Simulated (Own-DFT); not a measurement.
# Which defects push the lattice out? C40 NbSi2

The numbers are computed, not measured, by runs of the plane-wave DFT program Own-DFT (in-house, retired, unreviewed) at fixed positions, with no spin and no spin-orbit coupling.

All runs used: PBE; PseudoDojo norm-conserving scalar-relativistic files; cutoff 42 hartree; 4 x 4 x 5 k mesh centred on Gamma; cold (Marzari-Vanderbilt) smearing of 0.2 eV.

Known weak points: forces on such cells failed a check on a denser k mesh; stress not checked against mesh or cutoff.

All runs share one cell, with vectors in Å (0.000, 8.324, 0.000); (-9.613, 0.000, 0.000); (0.000, 0.000, 6.586) and a volume of 527.0 Å³. The atoms are randomly displaced, by u rms on each axis. The defect's site can differ from row to row.

```
cell,formula,u (Å),P (GPa)
no defect,Nb12Si24,0.0191,1.47
no defect,Nb12Si24,0.0507,2.51
no defect,Nb12Si24,0.0508,2.51
one Si vacancy,Nb12Si23,0.0314,1.26
one Si vacancy,Nb12Si23,0.0462,1.43
one Si vacancy,Nb12Si23,0.0500,1.78
two Si on a Nb site each,Nb10Si26,0.0260,1.50
two Si on a Nb site each,Nb10Si26,0.0499,2.49
two Si on a Nb site each,Nb10Si26,0.0501,2.29
two Nb on a Si site each,Nb14Si22,0.0278,?
two Nb on a Si site each,Nb14Si22,0.0289,7.65
two Nb on a Si site each,Nb14Si22,0.0496,8.81
two Nb on a Si site each,Nb14Si22,0.0502,8.83
two Nb vacancies,Nb10Si24,0.0293,-0.12
two Nb vacancies,Nb10Si24,0.0474,0.63
two Nb vacancies,Nb10Si24,0.0484,0.55
```

## Analysis

P = P0 + c u² + a shift for each defect gives P0 = 1.24 GPa, c = 498 ± 47 GPa/Å² and a scatter of 0.15 GPa. The shifts, and each times the cell's volume:

- two Nb on a Si site each: 6.22 ± 0.12 GPa, 20.5 eV (10.2 eV for each of its 2 sites)
- two Si on a Nb site each: -0.09 ± 0.12 GPa, -0.3 eV (-0.1 eV for each of its 2 sites) (not resolved)
- one Si vacancy: -0.69 ± 0.12 GPa, -2.3 eV
- two Nb vacancies: -1.79 ± 0.12 GPa, -5.9 eV (-2.9 eV for each of its 2 sites)

A positive shift means that the defect pushes the cell outwards. Shift times volume (160.2 GPa Å³ is 1 eV) depends little on the cell's size, so, taken for each site, it can be compared between cells at like pressure. The atoms around the defects weren't relaxed, which would change these numbers.

## The run left out

Asked: what pressure belongs in the blank (two Nb on a Si site each, u = 0.0278 Å)?

The fitted form gives 7.85 ± 0.18 GPa. Computed: 7.35 GPa.
